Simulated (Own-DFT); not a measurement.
## Calculated data, SiC (2H silicon carbide, atoms displaced)

All values are calculated (Own-DFT development build). A calculation, not a measurement: plane-wave PBE density functional theory by an unreviewed code, no spin, of a simulated periodic cell, stress positive in tension, free energy of the whole cell less one offset for each atom, forces on such cells passed a denser k mesh, this cell's mesh not checked; offsets are fitted by least squares, one for each functional and potential file, so energies compare only between cells with the same atoms and settings and are not formation energies; the far tail of each file's local potential was reset to the Coulomb form; each entry is a single point on an unrelaxed cell, so the pressure reflects the starting lattice, mostly measured values (interpolated for alloys), from which strain is counted, and rises with the displacements; printed positions are rounded, which can move forces by about a meV/angstrom; the program, named Own-DFT, is a retired in-house code; no spin-orbit coupling; before rounding, a Quantum ESPRESSO 7.3.1 run of the same cell and cutoff gave forces within 1 meV/angstrom rms on each cell, which checks the program and not the settings.

Common to all runs: functional PBE; potential files PseudoDojo norm-conserving, scalar-relativistic, standard set; wave cutoff 42 hartree; occupations Fermi-Dirac; smearing width 0.1 eV; k mesh 4 x 4 x 3 centred on Gamma.

```yaml
- entry: 1
  formula: SiC
  kind: "2H silicon carbide, atoms displaced"
  structure:
    cell_angstrom: [[9.2481, 0.0, 0.0], [-4.6241, 8.0091, 0.0], [0.0, 0.0, 10.0681]]
    atoms_fractional:
      - [Si, 0.99803, 0.0018, 0.99658]
      - [Si, 0.10377, 0.21723, 0.25072]
      - [C, 0.99709, 0.00094, 0.1819]
      - [C, 0.10943, 0.22516, 0.42642]
      - [Si, 0.00299, 0.99783, 0.50917]
      - [Si, 0.11153, 0.22748, 0.74516]
      - [C, 0.99687, 0.00106, 0.68842]
      - [C, 0.1004, 0.21281, 0.93175]
      - [Si, 0.99089, 0.3285, 0.99228]
      - [Si, 0.10359, 0.56175, 0.2581]
      - [C, 0.99404, 0.32873, 0.19408]
      - [C, 0.10746, 0.53816, 0.43102]
      - [Si, 0.99258, 0.31831, 0.49778]
      - [Si, 0.09337, 0.55017, 0.75056]
      - [C, 0.98858, 0.32678, 0.68243]
      - [C, 0.12512, 0.57372, 0.92106]
      - [Si, 0.00527, 0.67044, 0.01318]
      - [Si, 0.11713, 0.89683, 0.24606]
      - [C, 0.01516, 0.68088, 0.17685]
      - [C, 0.11634, 0.89042, 0.42401]
      - [Si, 0.9982, 0.66582, 0.50512]
      - [Si, 0.12048, 0.90546, 0.75175]
      - [C, 0.99577, 0.67481, 0.68219]
      - [C, 0.10148, 0.88387, 0.93968]
      - [Si, 0.33928, 0.00447, 0.99504]
      - [Si, 0.44917, 0.23254, 0.26453]
      - [C, 0.34004, 0.0139, 0.18183]
      - [C, 0.44241, 0.22918, 0.44196]
      - [Si, 0.31551, 0.99097, 0.50215]
      - [Si, 0.44512, 0.23055, 0.76431]
      - [C, 0.35103, 0.00998, 0.69009]
      - [C, 0.43651, 0.21564, 0.93997]
      - [Si, 0.33303, 0.33184, 0.99814]
      - [Si, 0.44309, 0.55227, 0.25028]
      - [C, 0.33849, 0.33891, 0.17919]
      - [C, 0.46138, 0.57054, 0.43448]
      - [Si, 0.34258, 0.33293, 0.49402]
      - [Si, 0.43873, 0.54467, 0.73344]
      - [C, 0.3313, 0.31445, 0.67974]
      - [C, 0.43737, 0.55558, 0.93658]
      - [Si, 0.32503, 0.68357, 0.00479]
      - [Si, 0.44421, 0.89054, 0.25787]
      - [C, 0.32742, 0.66492, 0.17871]
      - [C, 0.44974, 0.88728, 0.44078]
      - [Si, 0.33502, 0.67803, 0.50921]
      - [Si, 0.45056, 0.88839, 0.7561]
      - [C, 0.33167, 0.65801, 0.67956]
      - [C, 0.45319, 0.8967, 0.93734]
      - [Si, 0.66957, 0.0082, 0.99601]
      - [Si, 0.76941, 0.21472, 0.24253]
      - [C, 0.67734, 0.99644, 0.19073]
      - [C, 0.77131, 0.22767, 0.44495]
      - [Si, 0.66576, 0.00433, 0.49914]
      - [Si, 0.76684, 0.21101, 0.73726]
      - [C, 0.68034, 0.00581, 0.68074]
      - [C, 0.79299, 0.23061, 0.94453]
      - [Si, 0.66474, 0.32603, 0.00363]
      - [Si, 0.77543, 0.55096, 0.24276]
      - [C, 0.68047, 0.34519, 0.18511]
      - [C, 0.78607, 0.55754, 0.44193]
      - [Si, 0.65925, 0.3303, 0.501]
      - [Si, 0.78028, 0.56441, 0.75898]
      - [C, 0.66748, 0.326, 0.67928]
      - [C, 0.77988, 0.55346, 0.92747]
      - [Si, 0.66993, 0.66878, 0.00302]
      - [Si, 0.77135, 0.89121, 0.25612]
      - [C, 0.65923, 0.65997, 0.1815]
      - [C, 0.76944, 0.87201, 0.42579]
      - [Si, 0.69036, 0.68363, 0.50094]
      - [Si, 0.76559, 0.88724, 0.74495]
      - [C, 0.67306, 0.67458, 0.68948]
      - [C, 0.78403, 0.87682, 0.9321]
  results:
    "free_energy_of_cell_above_offsets [eV]": "0.053"
    "pressure [GPa]": 7.2
    "stress_xx [GPa]": -3.21
    "stress_yy [GPa]": -4.19
    "stress_zz [GPa]": -14.2
    "stress_yz [GPa]": 0.61
    "stress_xz [GPa]": -1.97
    "stress_xy [GPa]": 0.94
    force_element: [Si, Si, C, C, Si, Si, C, C, Si, Si, C, C, Si, Si, C, C, Si, Si, C, C, Si, Si, C, C, Si, Si, C, C, Si, Si, C, C, Si, Si, C, C, Si, Si, C, C, Si, Si, C, C, Si, Si, C, C, Si, Si, C, C, Si, Si, C, C, Si, Si, C, C, Si, Si, C, C, Si, Si, C, C, Si, Si, C, C]
    "force_x [eV/angstrom]": [0.253, 0.783, 0.007, 1.486, -0.6, -0.316, 0.138, 0.788, 5.298, 2.045, -0.318, -0.63, -0.5, 1.293, 1.052, -2.009, -0.549, -0.532, -1.39, -1.543, 1.504, 0.301, 0.992, 1.819, -1.679, -0.268, 1.072, 2.277, 3.436, 2.342, -1.773, 1.208, -1.591, -0.815, -0.525, -0.718, -3.817, 0.394, -1.73, 0.592, 3.277, 0.033, -0.239, -2.297, 0.966, -0.323, -1.306, -0.556, 2.606, 1.234, -4.384, 0.971, 0.949, 0.853, -2.517, -5.656, -0.311, 0.173, -1.201, -1.059, 0.476, 0.432, -1.962, 0.045, -1.053, 3.57, 1.043, 0.272, -1.607, 3.268, -0.733, -2.744]
    "force_y [eV/angstrom]": [-0.944, 0.87, -0.458, -1.528, 0.514, -0.823, 0.262, 2.02, 3.546, -1.371, 1.203, 2.657, 2.006, 0.977, 0.752, -1.848, -0.771, 0.648, -1.176, -1.114, -0.574, -2.107, 0.454, 1.42, -1.468, -0.312, -0.502, -2.751, 2.018, -1.124, -1.165, 1.761, 1.086, 0.914, -1.376, -1.451, 2.475, 0.826, 2.177, 0.258, -2.395, -0.473, 0.742, 1.227, -2.92, -0.742, 0.929, 0.528, -1.505, 1.345, 0.886, -1.892, -0.536, 2.906, -2.318, -3.201, 1.783, 3.381, -3.118, -0.649, 1.551, -0.855, 1.624, -0.668, -1.823, -2.026, 1.056, 5.654, -4.96, -0.115, -1.669, 2.273]
    "force_z [eV/angstrom]": [0.308, -2.567, 1.164, 3.502, -3.494, 0.255, 0.174, 0.099, 2.661, -2.955, -1.77, 3.422, -0.571, -3.175, 0.735, 4.155, -7.654, -2.033, 6.138, 3.003, -2.288, 0.274, 1.931, -0.306, 0.974, -4.136, 1.756, -0.563, 0.259, -3.58, 0.257, 0.629, -0.332, -0.969, 2.595, 1.417, 0.425, 2.464, 0.477, -0.883, -2.357, -2.287, 3.738, 0.184, -4.219, -2.259, 3.444, 0.214, 1.161, 1.954, -1.484, -2.34, -1.075, 2.142, 0.593, -3.239, -1.616, 1.672, 0.469, -1.653, -0.151, -4.452, 3.172, 5.627, -2.128, -3.504, 1.749, 3.56, 0.624, 1.905, -1.243, 0.003]
- entry: 2
  formula: SiC
  kind: "2H silicon carbide, atoms displaced"
  structure:
    cell_angstrom: [[9.2481, 0.0, 0.0], [-4.6241, 8.0091, 0.0], [0.0, 0.0, 10.0681]]
    atoms_fractional:
      - [Si, 0.00388, 0.99391, 0.98953]
      - [Si, 0.11753, 0.22682, 0.25324]
      - [C, 0.00806, 0.99424, 0.18159]
      - [C, 0.10185, 0.21137, 0.43521]
      - [Si, 0.00334, 0.99235, 0.51495]
      - [Si, 0.11238, 0.23215, 0.74683]
      - [C, 0.99505, 0.99836, 0.69176]
      - [C, 0.11777, 0.22704, 0.9436]
      - [Si, 0.99783, 0.33451, 0.99613]
      - [Si, 0.10757, 0.55524, 0.25407]
      - [C, 0.00113, 0.33393, 0.18957]
      - [C, 0.10445, 0.55417, 0.42522]
      - [Si, 0.00342, 0.33333, 0.50231]
      - [Si, 0.11121, 0.55652, 0.76184]
      - [C, 0.00296, 0.33025, 0.6809]
      - [C, 0.11577, 0.53951, 0.93896]
      - [Si, 0.99943, 0.65468, 0.00536]
      - [Si, 0.11505, 0.88881, 0.24861]
      - [C, 0.99573, 0.66166, 0.17332]
      - [C, 0.12492, 0.89076, 0.44892]
      - [Si, 0.98536, 0.66125, 0.49126]
      - [Si, 0.09998, 0.87755, 0.75976]
      - [C, 0.99215, 0.65063, 0.68541]
      - [C, 0.10945, 0.89036, 0.94339]
      - [Si, 0.35071, 0.01244, 0.99576]
      - [Si, 0.45524, 0.2301, 0.24258]
      - [C, 0.32437, 0.00077, 0.19614]
      - [C, 0.44636, 0.22251, 0.43015]
      - [Si, 0.32505, 0.9857, 0.49666]
      - [Si, 0.44871, 0.21739, 0.74408]
      - [C, 0.34482, 0.0114, 0.68529]
      - [C, 0.44566, 0.21808, 0.94249]
      - [Si, 0.33785, 0.32311, 0.99182]
      - [Si, 0.44416, 0.56696, 0.25454]
      - [C, 0.33728, 0.33799, 0.18248]
      - [C, 0.44918, 0.55808, 0.44351]
      - [Si, 0.33385, 0.32437, 0.50198]
      - [Si, 0.43632, 0.55763, 0.73989]
      - [C, 0.3315, 0.321, 0.69505]
      - [C, 0.45223, 0.55446, 0.93587]
      - [Si, 0.33543, 0.67013, 0.99994]
      - [Si, 0.447, 0.89456, 0.2532]
      - [C, 0.31846, 0.6594, 0.1902]
      - [C, 0.43795, 0.88639, 0.43324]
      - [Si, 0.34241, 0.67594, 0.50062]
      - [Si, 0.44678, 0.8925, 0.75391]
      - [C, 0.32762, 0.66051, 0.69738]
      - [C, 0.44056, 0.88969, 0.93533]
      - [Si, 0.67369, 0.00214, 0.00704]
      - [Si, 0.77961, 0.22481, 0.25986]
      - [C, 0.67039, 0.02266, 0.19035]
      - [C, 0.78605, 0.23634, 0.44067]
      - [Si, 0.66422, 0.99774, 0.49956]
      - [Si, 0.77721, 0.21773, 0.75025]
      - [C, 0.66286, 0.00479, 0.68516]
      - [C, 0.78123, 0.233, 0.94214]
      - [Si, 0.66666, 0.32056, 0.99594]
      - [Si, 0.79388, 0.56357, 0.24186]
      - [C, 0.67231, 0.35025, 0.18724]
      - [C, 0.76558, 0.558, 0.44187]
      - [Si, 0.66162, 0.31294, 0.5033]
      - [Si, 0.79268, 0.55866, 0.75411]
      - [C, 0.65556, 0.3338, 0.695]
      - [C, 0.77098, 0.55873, 0.94205]
      - [Si, 0.66259, 0.65934, 0.0074]
      - [Si, 0.77973, 0.88956, 0.25187]
      - [C, 0.66292, 0.67599, 0.18783]
      - [C, 0.77356, 0.89533, 0.44362]
      - [Si, 0.66848, 0.66336, 0.50314]
      - [Si, 0.7748, 0.88703, 0.74572]
      - [C, 0.6738, 0.67897, 0.68815]
      - [C, 0.77929, 0.88828, 0.9374]
  results:
    "free_energy_of_cell_above_offsets [eV]": "-2.357"
    "pressure [GPa]": 6.5
    "stress_xx [GPa]": -7.65
    "stress_yy [GPa]": -4.12
    "stress_zz [GPa]": -7.72
    "stress_yz [GPa]": -0.79
    "stress_xz [GPa]": 1.79
    "stress_xy [GPa]": -0.49
    force_element: [Si, Si, C, C, Si, Si, C, C, Si, Si, C, C, Si, Si, C, C, Si, Si, C, C, Si, Si, C, C, Si, Si, C, C, Si, Si, C, C, Si, Si, C, C, Si, Si, C, C, Si, Si, C, C, Si, Si, C, C, Si, Si, C, C, Si, Si, C, C, Si, Si, C, C, Si, Si, C, C, Si, Si, C, C, Si, Si, C, C]
    "force_x [eV/angstrom]": [-2.366, 0.152, -2.064, 1.175, -1.177, 1.458, 0.959, -1.063, 1.93, -0.336, -0.379, 0.515, 0.267, 0.045, -1.625, -1.838, -0.822, -1.41, 2.035, -5.262, 1.951, 0.961, 1.854, 3.395, -2.71, -1.974, 3.608, 0.484, 2.807, -2.112, -0.896, 1.376, -2.014, 0.715, 0.256, -1.079, -0.766, 4.098, -0.72, -1.659, 1.338, -1.02, 1.707, 1.808, -1.303, -0.445, -1.493, 1.704, -0.313, -0.06, 0.686, 1.04, -0.828, -0.678, 0.835, 2.368, -2.861, -4.124, 1.593, 3.33, -3.029, -4.673, 4.023, 3.119, -0.771, 0.378, 0.936, 2.347, -2.182, -0.665, -0.001, -0.535]
    "force_y [eV/angstrom]": [1.857, -1.139, 0.873, 0.789, 0.843, -2.338, 0.309, -1.33, -2.144, -1.037, -0.214, 0.399, 0.562, -1.142, 1.203, 3.482, 1.059, -0.625, 1.517, -2.989, -0.043, 1.265, 2.358, -2.033, -3.388, -0.036, 1.067, -1.243, 4.221, 0.639, -4.016, 0.884, 2.886, -2.04, 0.294, -0.625, 0.593, -1.249, 1.911, -0.219, -1.451, -0.583, 2.588, 0.67, -2.339, -0.301, 2.349, 0.195, 0.119, 2.883, -3.734, -2.852, 1.276, 1.357, -1.055, -3.042, 3.952, -0.293, -2.434, -1.737, 3.376, -1.107, 0.896, -1.601, 1.798, 1.64, -0.637, -1.464, 2.077, 1.34, -3.037, -0.005]
    "force_z [eV/angstrom]": [2.263, -1.94, 1.064, 1.791, -3.051, 1.738, 1.356, -1.996, 2.759, -3.104, -0.124, 4.716, -1.944, -2.824, 2.044, 0.301, -4.245, 0.524, 5.155, -2.521, 1.336, -1.6, -0.011, -1.151, 2.257, 0.98, -2.225, 1.146, 1.63, 2.417, -0.078, -2.303, 1.837, -0.774, 0.943, -0.024, -0.463, 2.5, -1.66, -0.425, 0.478, -1.74, -0.611, 1.327, 0.182, -1.224, -2.178, 1.28, -1.213, -1.584, 0.119, 0.293, 0.046, -0.001, 0.555, -2.181, 1.857, 1.906, -0.629, -2.083, 0.524, 0.597, -1.407, -0.648, -1.472, -0.091, 0.986, -0.922, 0.45, 1.438, -0.401, 0.053]
- entry: 3
  formula: SiC
  kind: "2H silicon carbide, atoms displaced"
  structure:
    cell_angstrom: [[9.2481, 0.0, 0.0], [-4.6241, 8.0091, 0.0], [0.0, 0.0, 10.0681]]
    atoms_fractional:
      - [Si, 0.99772, 0.00483, 0.01013]
      - [Si, 0.11289, 0.22875, 0.24892]
      - [C, 0.0045, 0.00563, 0.18044]
      - [C, 0.11086, 0.2312, 0.41749]
      - [Si, 0.00422, 0.00576, 0.48963]
      - [Si, 0.10447, 0.22016, 0.75246]
      - [C, 0.00831, 0.00253, 0.69812]
      - [C, 0.11543, 0.22318, 0.93112]
      - [Si, 0.00101, 0.33855, 0.00353]
      - [Si, 0.10981, 0.55886, 0.24681]
      - [C, 0.01825, 0.35513, 0.18256]
      - [C, 0.11572, 0.54758, 0.44251]
      - [Si, 0.99388, 0.32821, 0.50824]
      - [Si, 0.1081, 0.54803, 0.74495]
      - [C, 0.00768, 0.3391, 0.68102]
      - [C, 0.11145, 0.56206, 0.93442]
      - [Si, 0.99802, 0.66306, 0.98959]
      - [Si, 0.10633, 0.88421, 0.2458]
      - [C, 0.99411, 0.66517, 0.18675]
      - [C, 0.1089, 0.89564, 0.43697]
      - [Si, 0.99672, 0.66144, 0.5072]
      - [Si, 0.11548, 0.88633, 0.76432]
      - [C, 0.00323, 0.66871, 0.6866]
      - [C, 0.11319, 0.88368, 0.93285]
      - [Si, 0.34478, 0.99978, 0.99932]
      - [Si, 0.44133, 0.21353, 0.25739]
      - [C, 0.32402, 0.00022, 0.18803]
      - [C, 0.44638, 0.23301, 0.43669]
      - [Si, 0.32735, 0.99614, 0.51039]
      - [Si, 0.4553, 0.22226, 0.7532]
      - [C, 0.33154, 0.9975, 0.68659]
      - [C, 0.43782, 0.22451, 0.92949]
      - [Si, 0.33603, 0.33851, 0.99303]
      - [Si, 0.43586, 0.54967, 0.24812]
      - [C, 0.33886, 0.34367, 0.17857]
      - [C, 0.44513, 0.55583, 0.42973]
      - [Si, 0.33369, 0.33312, 0.49322]
      - [Si, 0.45149, 0.57894, 0.74707]
      - [C, 0.33352, 0.3388, 0.69052]
      - [C, 0.44807, 0.56898, 0.9411]
      - [Si, 0.32994, 0.662, 0.99743]
      - [Si, 0.45215, 0.88928, 0.2436]
      - [C, 0.33173, 0.66136, 0.17963]
      - [C, 0.43648, 0.87709, 0.44503]
      - [Si, 0.34268, 0.67105, 0.49951]
      - [Si, 0.45515, 0.90224, 0.75337]
      - [C, 0.33306, 0.67167, 0.68543]
      - [C, 0.44159, 0.89032, 0.93726]
      - [Si, 0.67675, 0.00734, 0.01625]
      - [Si, 0.79264, 0.24235, 0.23907]
      - [C, 0.67128, 0.00516, 0.1877]
      - [C, 0.76484, 0.21876, 0.42699]
      - [Si, 0.66047, 0.00528, 0.48796]
      - [Si, 0.78173, 0.2236, 0.74643]
      - [C, 0.66375, 0.99539, 0.68493]
      - [C, 0.78169, 0.24277, 0.95024]
      - [Si, 0.65988, 0.32679, 0.9987]
      - [Si, 0.78674, 0.5704, 0.24423]
      - [C, 0.66838, 0.34014, 0.19493]
      - [C, 0.7731, 0.55389, 0.44001]
      - [Si, 0.67379, 0.33106, 0.49616]
      - [Si, 0.77571, 0.55953, 0.74667]
      - [C, 0.66523, 0.33069, 0.67688]
      - [C, 0.78233, 0.55266, 0.93822]
      - [Si, 0.66736, 0.67101, 0.99371]
      - [Si, 0.78673, 0.89303, 0.24632]
      - [C, 0.66968, 0.66946, 0.18652]
      - [C, 0.78472, 0.88107, 0.43547]
      - [Si, 0.68313, 0.67351, 0.49398]
      - [Si, 0.77683, 0.88222, 0.74749]
      - [C, 0.66569, 0.66407, 0.68334]
      - [C, 0.77699, 0.88231, 0.93158]
  results:
    "free_energy_of_cell_above_offsets [eV]": "-3.733"
    "pressure [GPa]": 6.14
    "stress_xx [GPa]": -3.93
    "stress_yy [GPa]": -3.83
    "stress_zz [GPa]": -10.66
    "stress_yz [GPa]": -0.3
    "stress_xz [GPa]": 1.04
    "stress_xy [GPa]": 1.08
    force_element: [Si, Si, C, C, Si, Si, C, C, Si, Si, C, C, Si, Si, C, C, Si, Si, C, C, Si, Si, C, C, Si, Si, C, C, Si, Si, C, C, Si, Si, C, C, Si, Si, C, C, Si, Si, C, C, Si, Si, C, C, Si, Si, C, C, Si, Si, C, C, Si, Si, C, C, Si, Si, C, C, Si, Si, C, C, Si, Si, C, C]
    "force_x [eV/angstrom]": [1.288, 0.952, -0.291, 0.02, -0.198, 2.211, -1.088, -1.822, 1.11, 0.738, -0.858, -1.728, 0.511, 0.126, -0.959, 1.166, 0.011, 0.096, 1.869, 1.538, 0.487, -0.546, -0.465, -0.349, -3.388, -0.55, 2.42, 1.335, 0.054, -2.789, 0.432, 2.007, -0.449, 1.471, 0.279, 0.706, -1.041, 0.385, 0.296, 0.93, -0.807, -2.146, -0.623, -0.3, -0.463, -1.307, -0.229, 2.589, -0.728, -0.516, 0.879, 2.93, 1.536, -0.543, 1.341, 2.772, -2.312, -1.71, -0.405, 2.64, -3.18, 1.246, 1.269, -2.35, 0.944, -0.735, -0.93, -1.839, -2.971, 0.472, 0.041, -0.479]
    "force_y [eV/angstrom]": [-0.756, 0.633, 0.163, -1.193, 0.625, 0.547, -0.787, 0.25, 0.834, 1.911, -3.422, 1.144, 0.343, 2.68, -2.211, -1.723, 1.075, 0.648, 0.966, -1.625, 0.863, 0.627, -0.465, 1.038, 0.58, 2.115, -0.423, -2.472, 0.766, 0.243, 0.7, -0.587, 0.488, 1.692, -2.716, 0.586, 1.26, -3.514, 0.027, -1.567, 1.558, -0.922, 1.526, 3.348, -2.979, -1.985, 0.879, 0.05, -0.726, -1.237, 0.759, 0.489, -2.011, -0.057, 1.58, -3.802, 2.561, -2.531, -0.446, -0.159, 1.048, -1.124, 0.513, -0.251, -1.073, -0.963, 0.651, 3.172, -2.185, 1.529, 1.037, 2.411]
    "force_z [eV/angstrom]": [-5.459, -3.997, 3.278, 5.788, 2.057, -1.306, -2.238, 2.552, -1.848, 1.813, 0.468, -0.782, -4.474, 0.678, 2.562, -0.522, 1.611, 0.884, -1.23, -0.367, -2.169, -4.763, 1.41, 4.759, 0.19, -1.663, -0.458, 1.021, -2.855, -2.847, 2.308, 2.272, 0.185, -0.427, 0.816, 1.422, 1.592, 0.374, -0.566, -1.9, -0.226, 1.268, 1.339, -2.673, 0.403, -0.832, 0.532, 0.721, -5.402, 1.043, 2.585, 0.333, 1.547, 0.644, -0.379, -2.447, 1.594, 1.643, -1.69, -1.105, -0.613, 0.275, 2.173, -1.082, 1.616, 0.481, -0.669, -0.957, 0.853, -0.609, -0.174, 1.641]
- entry: 4
  formula: SiC
  kind: "2H silicon carbide, atoms displaced"
  structure:
    cell_angstrom: [[9.2481, 0.0, 0.0], [-4.6241, 8.0091, 0.0], [0.0, 0.0, 10.0681]]
    atoms_fractional:
      - [Si, 0.98555, 0.99394, 0.01125]
      - [Si, 0.09741, 0.22301, 0.25814]
      - [C, 0.98276, 0.98488, 0.18933]
      - [C, 0.10705, 0.21357, 0.43706]
      - [Si, 0.99922, 0.00461, 0.50374]
      - [Si, 0.10651, 0.22367, 0.74818]
      - [C, 0.99679, 0.00059, 0.68674]
      - [C, 0.12244, 0.22828, 0.9425]
      - [Si, 0.99309, 0.32925, 0.00451]
      - [Si, 0.10034, 0.55262, 0.2498]
      - [C, 0.99803, 0.33179, 0.18609]
      - [C, 0.09907, 0.56124, 0.44724]
      - [Si, 0.00871, 0.33454, 0.49307]
      - [Si, 0.11591, 0.55044, 0.74518]
      - [C, 0.00343, 0.34361, 0.69574]
      - [C, 0.10995, 0.54304, 0.94712]
      - [Si, 0.0061, 0.66929, 0.99923]
      - [Si, 0.10959, 0.89802, 0.25106]
      - [C, 0.00223, 0.66446, 0.18564]
      - [C, 0.11329, 0.88624, 0.43318]
      - [Si, 0.98384, 0.64478, 0.49948]
      - [Si, 0.1151, 0.89157, 0.74985]
      - [C, 0.00348, 0.67139, 0.68494]
      - [C, 0.09654, 0.8834, 0.92955]
      - [Si, 0.32634, 0.9867, 0.98907]
      - [Si, 0.44266, 0.22474, 0.25496]
      - [C, 0.32861, 0.00799, 0.1863]
      - [C, 0.44047, 0.21598, 0.43909]
      - [Si, 0.33833, 0.00688, 0.50648]
      - [Si, 0.44727, 0.22772, 0.74467]
      - [C, 0.33483, 0.99689, 0.69646]
      - [C, 0.45149, 0.23971, 0.95087]
      - [Si, 0.33574, 0.33993, 0.98856]
      - [Si, 0.44574, 0.56196, 0.24819]
      - [C, 0.33742, 0.33664, 0.18781]
      - [C, 0.44391, 0.55183, 0.43703]
      - [Si, 0.33383, 0.33092, 0.50196]
      - [Si, 0.45088, 0.56538, 0.7451]
      - [C, 0.32529, 0.3326, 0.68918]
      - [C, 0.45219, 0.55635, 0.941]
      - [Si, 0.33818, 0.66981, 0.99031]
      - [Si, 0.45085, 0.89335, 0.25726]
      - [C, 0.32595, 0.66645, 0.18172]
      - [C, 0.44381, 0.87844, 0.43569]
      - [Si, 0.32262, 0.66265, 0.50171]
      - [Si, 0.44642, 0.8978, 0.75799]
      - [C, 0.34259, 0.68083, 0.68379]
      - [C, 0.45573, 0.89479, 0.93535]
      - [Si, 0.65845, 0.0007, 0.99858]
      - [Si, 0.76278, 0.21247, 0.24911]
      - [C, 0.68278, 0.00242, 0.18356]
      - [C, 0.78126, 0.22265, 0.44039]
      - [Si, 0.66944, 0.00804, 0.49727]
      - [Si, 0.78252, 0.22104, 0.7502]
      - [C, 0.66069, 0.01175, 0.69363]
      - [C, 0.77821, 0.21954, 0.93883]
      - [Si, 0.65561, 0.32517, 0.99468]
      - [Si, 0.77276, 0.56207, 0.24241]
      - [C, 0.67521, 0.33783, 0.18411]
      - [C, 0.77667, 0.56764, 0.43415]
      - [Si, 0.66971, 0.33398, 0.49877]
      - [Si, 0.78522, 0.55637, 0.74292]
      - [C, 0.67196, 0.33958, 0.69206]
      - [C, 0.77691, 0.54994, 0.94105]
      - [Si, 0.66202, 0.67216, 0.00178]
      - [Si, 0.77159, 0.87487, 0.25244]
      - [C, 0.65819, 0.66099, 0.1905]
      - [C, 0.78246, 0.88934, 0.44035]
      - [Si, 0.66069, 0.66459, 0.5003]
      - [Si, 0.78403, 0.89513, 0.75042]
      - [C, 0.67278, 0.67011, 0.69101]
      - [C, 0.76634, 0.88421, 0.94007]
  results:
    "free_energy_of_cell_above_offsets [eV]": "-4.446"
    "pressure [GPa]": 5.51
    "stress_xx [GPa]": -5.4
    "stress_yy [GPa]": -5.29
    "stress_zz [GPa]": -5.84
    "stress_yz [GPa]": 0.15
    "stress_xz [GPa]": -0.71
    "stress_xy [GPa]": -0.75
    force_element: [Si, Si, C, C, Si, Si, C, C, Si, Si, C, C, Si, Si, C, C, Si, Si, C, C, Si, Si, C, C, Si, Si, C, C, Si, Si, C, C, Si, Si, C, C, Si, Si, C, C, Si, Si, C, C, Si, Si, C, C, Si, Si, C, C, Si, Si, C, C, Si, Si, C, C, Si, Si, C, C, Si, Si, C, C, Si, Si, C, C]
    "force_x [eV/angstrom]": [1.179, 2.718, 0.836, 0.208, 1.335, 0.402, 0.901, -3.019, 1.608, 1.432, -1.347, 4.676, -1.604, -1.059, 0.634, -0.28, -0.9, 1.504, -1.933, -0.623, -2.34, -1.487, 0.811, 1.314, -1.514, 0.268, 1.579, 0.753, -0.25, -0.13, -0.995, -1.206, 0.167, -1.767, -1.597, -1.513, -0.336, 0.2, 1.109, -2.007, -0.307, -1.323, 0.911, -0.454, 1.354, 1.112, -0.217, -2.907, 3.1, 1.923, -2.65, -0.372, 0.279, -1.179, 2.304, -0.854, 3.359, 2.486, -1.735, 0.038, -0.719, -0.868, 0.099, -0.215, 2.504, -0.616, -0.027, -1.546, 0.307, -1.721, -0.387, 0.594]
    "force_y [eV/angstrom]": [1.098, -0.582, 1.997, 2.028, -2.526, -0.269, 0.895, -2.154, -0.395, 0.433, -0.187, -3.067, -0.004, 3.241, -3.099, 2.679, -1.822, -1.699, 1.579, 0.399, 5.472, -0.666, -0.756, 0.688, 2.876, 0.331, -1.07, 1.496, -3.034, 0.219, 1.824, -4.673, -0.197, -1.97, -0.046, 0.054, 0.154, -0.701, 0.764, 1.06, -1.384, -0.685, 0.852, 1.988, 0.59, -0.84, -1.267, -1.759, 1.001, 1.945, -1.363, 0.717, -2.272, 1.783, -1.763, -0.093, 2.605, -1.349, -0.8, -2.735, 0.642, 0.927, -1.22, 1.195, -1.615, 1.373, 1.135, 0.008, 1.244, -0.863, 0.054, 1.577]
    "force_z [eV/angstrom]": [-2.551, -2.92, 0.949, 1.004, -0.924, 1.668, 0.498, -1.044, -0.471, -0.158, 1.881, -2.889, 1.737, 2.2, -2.809, -2.598, -0.163, -0.307, 0.319, 2.326, 1.044, -0.988, 0.217, 1.751, 2.368, -2.235, -0.384, 0.855, -1.165, 2.061, -1.045, -4.162, 3.647, -0.065, 0.362, 0.448, -0.662, 0.963, -0.536, -2.134, 1.957, -2.896, 1.171, 1.688, -0.816, -2.099, 1.443, 0.427, 0.928, -0.073, 0.881, -0.931, 1.22, 0.957, -1.732, -0.438, 1.59, 0.579, 0.979, -0.32, 0.158, 2.672, -1.621, -0.717, -0.164, 0.634, -1.148, -0.001, 0.763, 0.358, -0.994, -0.544]
```
